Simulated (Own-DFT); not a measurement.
# What a defect does to the pressure of its cell: zincblende GaAs

Everything here is calculated. The program is Own-DFT (plane waves, in-house, since retired, never reviewed by a person); positions were held fixed, and spin and spin-orbit coupling were off.

Method: PBE; PseudoDojo norm-conserving scalar-relativistic files; cutoff 42 hartree; 3 x 3 x 3 k mesh centred on Gamma; Fermi-Dirac smearing of 0.1 eV.

Caveats (not all hold for every row): not probed for a lower state with spin; forces on such cells failed a check on a denser k mesh; forces not confirmed at this smearing and k mesh; forces on such cells passed a denser k mesh, each cell not checked; stress not checked against mesh or cutoff.

All runs share one cell, with vectors in Å (11.307, 0.000, 0.000); (0.000, 11.307, 0.000); (0.000, 0.000, 11.307) and a volume of 1445.4 Å³. u is the rms random offset of the atoms per axis. The defect's site can differ from row to row.

```
                                        cell     formula   u (Å)  P (GPa)
                                   no defect    As32Ga32  0.0193     3.52
                                   no defect    As32Ga32  0.0197     3.50
                                   no defect    As32Ga32  0.0481     3.93
one As on a Ga site and one Ga on an As site    As32Ga32  0.0287     3.90
one As on a Ga site and one Ga on an As site    As32Ga32  0.0314     3.94
one As on a Ga site and one Ga on an As site    As32Ga32  0.0466     4.17
                         one As on a Ga site    As33Ga31  0.0296     4.23
                         one As on a Ga site    As33Ga31  0.0473     4.50
                         one As on a Ga site    As33Ga31  0.0496     4.61
                         one In on a Ga site  As32Ga31In  0.0283        ?
                         one In on a Ga site  As32Ga31In  0.0297     4.28
                         one In on a Ga site  As32Ga31In  0.0454     4.45
                         one In on a Ga site  As32Ga31In  0.0455     4.50
                         one Al on a Ga site  AlAs32Ga31  0.0457     3.86
                         one Al on a Ga site  AlAs32Ga31  0.0513     3.88
                         one Al on a Ga site  AlAs32Ga31  0.0572     4.07
```

## What the rows give

P = P0 + c u² + a shift for each defect gives P0 = 3.44 GPa, c = 204 ± 13 GPa/Å² and a scatter of 0.03 GPa. The shifts, and each times the cell's volume:

- one As on a Ga site: 0.63 ± 0.03 GPa, 5.7 eV
- one In on a Ga site: 0.63 ± 0.03 GPa, 5.6 eV
- one As on a Ga site and one Ga on an As site: 0.29 ± 0.03 GPa, 2.6 eV
- one Al on a Ga site: -0.05 ± 0.04 GPa, -0.4 eV (not resolved)

A positive shift means that the defect pushes the cell outwards. Shift times volume (160.2 GPa Å³ is 1 eV) depends little on the cell's size, so, taken for each site, it can be compared between cells at like pressure. The atoms around the defects weren't relaxed, which would change these numbers.

## Prediction

Asked: what pressure belongs in the blank (one In on a Ga site, u = 0.0283 Å)?

Estimate: 4.23 ± 0.04 GPa. The calculation gave 4.22 GPa.
